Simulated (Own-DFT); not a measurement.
# Energy and forces against displacement in zincblende InP, 64 atoms (In32P32)

All numbers below are calculated, not measured. The program, named Own-DFT, is a retired in-house plane-wave density functional code that no person has reviewed. Each row is one single-point run on a periodic cell that was not relaxed, without spin or spin-orbit coupling.

Settings of every run: PBE; PseudoDojo norm-conserving scalar-relativistic files; cutoff 36 hartree; 3 x 3 x 3 k mesh centred on Gamma; Fermi-Dirac smearing of 0.1 eV.

Known limits, some of them of some rows only: some atoms lie very close together; forces on such cells moved up to 12 meV/angstrom on a denser k mesh; stress not checked against mesh or cutoff.

Cell vectors in Å: (11.737, 0.000, 0.000); (0.000, 11.737, 0.000); (0.000, 0.000, 11.737). In each run every atom was moved at random and independently from its ideal site; u is the rms move along one axis. E is the free energy for each atom above the fitted value at u = 0, and F the rms of the force components.

```
run,u (Å),E (meV/atom),F (eV/Å),largest force (eV/Å),P (GPa)
1,0.0190,5.1,0.218,0.79,3.19
2,0.0191,6.2,0.244,0.75,3.21
3,0.0203,5.9,0.237,0.88,3.20
4,0.0503,37.2,0.616,1.92,3.61
5,0.0522,43.3,0.678,2.48,3.67
6,0.0962,?,?,?,?
7,0.1043,164.0,1.428,5.56,5.18
8,0.1498,311.5,1.910,7.49,6.98
9,0.1918,564.7,3.568,20.43,10.12
```

## Worked fit

For small independent moves the energy grows as E = (3/2) K u², with K the mean stiffness felt by one atom. The runs with u up to 0.11 Å give K = 10.1 ± 0.3 eV/Å², with residuals divided by u² + 0.0006 Å², since the noise grows with the moves. The scatter is 1.8 meV/atom at u = 0.05 Å. The forces follow F = G u with G = 12.5 eV/Å²; no force at u = 0 is resolved. G exceeds K because the moves of its neighbours add to the force on an atom, and stiffness differs between atoms. At u = 0.192 Å the parabola gives 559 meV/atom and the run 565. The pressure follows P = 3.13 + 188 u² GPa: at fixed volume, shortened bonds push harder than stretched ones pull.

## Withheld run

Question: what energy and rms force should run 6 give?

The fit gives 141 ± 7 meV/atom and about 1.20 eV/Å. The calculation gave 138.5 meV/atom and 1.289 eV/Å.
